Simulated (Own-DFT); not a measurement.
# A layer strained by its substrate: wurtzite GaN, 72 atoms (Ga36N36)

No measurement is shown. These are fixed-geometry runs of a retired plane-wave code named Own-DFT, which no person has reviewed; spin and spin-orbit coupling are neglected.

Settings: PBE; PseudoDojo norm-conserving scalar-relativistic files; cutoff 42 hartree; 4 x 4 x 3 k mesh centred on Gamma; Fermi-Dirac smearing of 0.1 eV.

Limits: forces not confirmed at this smearing and k mesh; stress not checked against mesh or cutoff.

Unstrained cell vectors in Å: (9.567, 0.000, 0.000); (-4.784, 8.285, 0.000); (0.000, 0.000, 10.370). The unstrained cell has measured lattice constants (interpolated for alloys), not those of this functional. That, the random moves and any unrelaxed bonds set the pressure at no strain. Each run strains x and y alike by e, as a substrate would, and holds the height along z. Each atom got a random Gaussian move of width 0.05 Å along each axis. Stress is positive in tension.

| e (%) | u (Å) | (s_xx + s_yy)/2 (GPa) | s_zz (GPa) |
|---|---|---|---|
| -1.75 | 0.050 | -18.21 | -10.71 |
| -1.25 | 0.052 | -15.40 | -8.96 |
| -0.25 | 0.054 | -8.96 | -8.43 |
| 0.50 | 0.048 | -4.15 | -7.44 |
| 0.75 | 0.047 | -4.54 | -5.21 |
| 1.25 | 0.052 | -2.03 | -5.54 |
| 1.75 | 0.050 | ? | ? |
| 2.00 | 0.052 | 2.27 | -6.19 |
| 2.50 | 0.051 | 3.72 | -4.00 |
| 2.75 | 0.049 | 5.61 | -4.68 |

## Fit

With e as a fraction, the in-plane stress is -7.8 + 548 e - 2689 e² GPa (errors 18 and 1077, scatter 0.64), and s_zz is -7.7 + 131 e GPa (slope ± 19, scatter 0.87). At e = 0 the first slope is C11 + C12 and the second 2 C13, both with the ions held to the strained lattice and at the cell's own pressure. A free layer would change its height as e changes, and the in-plane slope would drop by 2 C13²/C33 to the biaxial modulus. At fixed height, a misfit of 1 % moves the in-plane stress by about 5.5 GPa and s_zz by 1.3 GPa.

## Prediction

Question: what are the two stresses at e = 1.75 %?

The fit gives 0.9 and -5.5 GPa. The run itself gave 1.78 and -7.10 GPa.
